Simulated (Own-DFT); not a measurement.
# Computed records: In3GaAs4 (zincblende random alloy, strained, atoms displaced)

A calculation, not a measurement: plane-wave PBE density functional theory by an unreviewed code, no spin, of a simulated periodic cell, stress positive in tension, free energy of the whole cell less one offset for each atom, forces on such cells passed a denser k mesh, this cell's mesh not checked; offsets are fitted by least squares, one for each functional and potential file, so energies compare only between cells with the same atoms and settings and are not formation energies; the far tail of each file's local potential was reset to the Coulomb form; each entry is a single point on an unrelaxed cell, so the pressure reflects the starting lattice, mostly measured values, from which strain is counted, and rises with the displacements; printed positions are rounded, which can move forces by about a meV/angstrom; the program is a retired in-house code; no spin-orbit coupling. Program: Own-DFT development build.

```cif
# cell vector a (Å): 11.7374 0.0000 0.0000
# cell vector b (Å): 0.0000 11.7374 0.0000
# cell vector c (Å): 0.0000 0.0000 12.0731
data_In3GaAs4
_symmetry_space_group_name_H-M 'P 1'
_symmetry_Int_Tables_number 1
_cell_length_a 11.7374
_cell_length_b 11.7374
_cell_length_c 12.0731
_cell_angle_alpha 90.000
_cell_angle_beta 90.000
_cell_angle_gamma 90.000
_cell_volume 1663.27
loop_
_atom_site_label
_atom_site_type_symbol
_atom_site_fract_x
_atom_site_fract_y
_atom_site_fract_z
_atom_site_occupancy
Ga1 Ga 0.00471 0.00450 0.99947 1
In1 In 0.00458 0.25507 0.24975 1
In2 In 0.25579 0.99934 0.24825 1
In3 In 0.24898 0.24674 0.00514 1
As1 As 0.12109 0.12435 0.12574 1
As2 As 0.12208 0.37978 0.37413 1
As3 As 0.38019 0.11771 0.37696 1
As4 As 0.37668 0.37892 0.12904 1
In4 In 0.00151 0.99698 0.49719 1
In5 In 0.00546 0.24953 0.74724 1
Ga2 Ga 0.25149 0.01102 0.75419 1
In6 In 0.25339 0.24689 0.50012 1
As5 As 0.12590 0.12892 0.63082 1
As6 As 0.12933 0.37219 0.87075 1
As7 As 0.37332 0.12285 0.88138 1
As8 As 0.37818 0.37781 0.62503 1
In7 In 0.99897 0.49830 0.00157 1
In8 In 0.99842 0.75662 0.24676 1
In9 In 0.25261 0.50028 0.24923 1
In10 In 0.24885 0.74752 0.99606 1
As9 As 0.11998 0.62562 0.11659 1
As10 As 0.12671 0.87757 0.37333 1
As11 As 0.37616 0.62039 0.38140 1
As12 As 0.38146 0.86818 0.11943 1
In11 In 0.00106 0.49142 0.49995 1
Ga3 Ga 0.00328 0.74678 0.75500 1
Ga4 Ga 0.24374 0.50170 0.74954 1
In12 In 0.25430 0.75175 0.50388 1
As13 As 0.13101 0.62559 0.63519 1
As14 As 0.13039 0.87283 0.86792 1
As15 As 0.37740 0.61971 0.87143 1
As16 As 0.37468 0.87306 0.62588 1
In13 In 0.49713 0.99706 0.99954 1
In14 In 0.50244 0.24868 0.24977 1
In15 In 0.75132 0.99754 0.25134 1
In16 In 0.75408 0.25701 0.99665 1
As17 As 0.62113 0.12266 0.12539 1
As18 As 0.62035 0.37493 0.37871 1
As19 As 0.87775 0.12824 0.37798 1
As20 As 0.87779 0.37275 0.12366 1
Ga5 Ga 0.50070 0.99983 0.49668 1
In17 In 0.50388 0.25323 0.75204 1
Ga6 Ga 0.75148 0.99676 0.74610 1
In18 In 0.75455 0.24956 0.50068 1
As21 As 0.61873 0.13207 0.62932 1
As22 As 0.62637 0.37738 0.87528 1
As23 As 0.86896 0.12928 0.87385 1
As24 As 0.86804 0.37795 0.62774 1
In19 In 0.49973 0.50118 0.00706 1
In20 In 0.50041 0.74833 0.24948 1
In21 In 0.75013 0.49714 0.25740 1
In22 In 0.75365 0.75451 0.99966 1
As25 As 0.61859 0.63126 0.12235 1
As26 As 0.62838 0.86766 0.37276 1
As27 As 0.87813 0.62980 0.37155 1
As28 As 0.87657 0.87922 0.12578 1
In23 In 0.50384 0.50229 0.49801 1
Ga7 Ga 0.49874 0.74970 0.74728 1
Ga8 Ga 0.75224 0.50085 0.74939 1
In24 In 0.74933 0.75968 0.49937 1
As29 As 0.61739 0.62852 0.62315 1
As30 As 0.61436 0.87420 0.87380 1
As31 As 0.87623 0.62709 0.87329 1
As32 As 0.87472 0.88306 0.62646 1
_calc_functional 'PBE'
_calc_potential_files 'PseudoDojo norm-conserving, scalar-relativistic, standard set'
_calc_wave_cutoff 42  # hartree
_calc_occupations 'Fermi-Dirac'
_calc_smearing_width 0.1  # eV
_calc_k_mesh '3 x 3 x 3 centred on Gamma'
_calc_free_energy_of_cell_above_offsets '-24.875'  # eV
_calc_pressure 5.69  # GPa
_calc_stress_xx -6.01  # GPa
_calc_stress_yy -5.98  # GPa
_calc_stress_zz -5.08  # GPa
_calc_stress_yz -0.74  # GPa
_calc_stress_xz 0.08  # GPa
_calc_stress_xy 0.19  # GPa
```

Force:
```
element  x (eV/Å)  y (eV/Å)  z (eV/Å)
     Ga    -0.433    -0.339    -0.589
     In    -0.462    -0.477     0.136
     In     0.008    -0.289     -0.52
     In     0.111     0.569    -0.127
     As    -0.112    -0.763    -0.229
     As     1.226    -0.737    -0.025
     As     0.282     0.143     0.309
     As    -0.215    -0.942     -0.23
     In     0.311     0.634     0.509
     In    -1.235     0.483     0.568
     Ga     0.042    -0.674    -0.326
     In     0.003     0.343    -0.046
     As     0.873    -1.484    -0.672
     As     0.341     0.905      0.19
     As    -0.212     0.164    -1.123
     As    -0.938       0.5     0.573
     In      0.06    -0.335    -1.028
     In     0.592    -0.513      0.03
     In    -0.637     0.769     0.014
     In     0.419    -0.155    -0.224
     As     0.578     0.209     1.198
     As      0.38    -0.538     0.046
     As    -0.414     0.759    -0.861
     As    -1.042     0.138     0.588
     In    -0.459     1.501     0.826
     Ga    -0.203     0.325    -0.392
     Ga     0.956    -0.426     0.305
     In    -0.648      -0.3     -0.38
     As    -0.966    -0.024     -0.18
     As    -0.892     1.227    -0.127
     As    -0.229     0.157    -1.037
     As     0.913      1.56     0.924
     In     0.313     0.375     0.125
     In    -0.279    -0.028     0.207
     In    -0.196     0.655     0.148
     In    -0.767    -0.636     0.573
     As     0.822     0.211    -0.443
     As     0.702    -0.553    -0.247
     As     0.094    -0.221    -0.646
     As    -0.442     0.444     0.603
     Ga     0.371    -0.427     0.621
     In    -1.112     0.158     0.608
     Ga    -0.772     0.515     0.523
     In    -0.851    -0.032     0.189
     As     0.975    -2.168    -1.019
     As     0.453     1.114    -0.343
     As     0.821    -1.704    -0.386
     As     0.189     0.343     0.686
     In     0.059    -0.075    -0.976
     In    -0.588    -0.172     0.679
     In    -0.225     0.427    -0.847
     In    -0.526     0.025    -0.292
     As     1.578    -0.601     0.345
     As    -1.311     1.678     0.245
     As     -0.03    -0.239     0.819
     As     0.605     0.859    -1.232
     In    -0.309    -0.377     0.668
     Ga    -0.252    -0.129     0.206
     Ga    -0.567     0.524     0.063
     In     0.621    -1.194     0.871
     As       1.2     0.267     1.379
     As     1.198    -0.287    -1.485
     As    -0.116    -0.257    -0.957
     As     0.347    -0.887     1.214
```
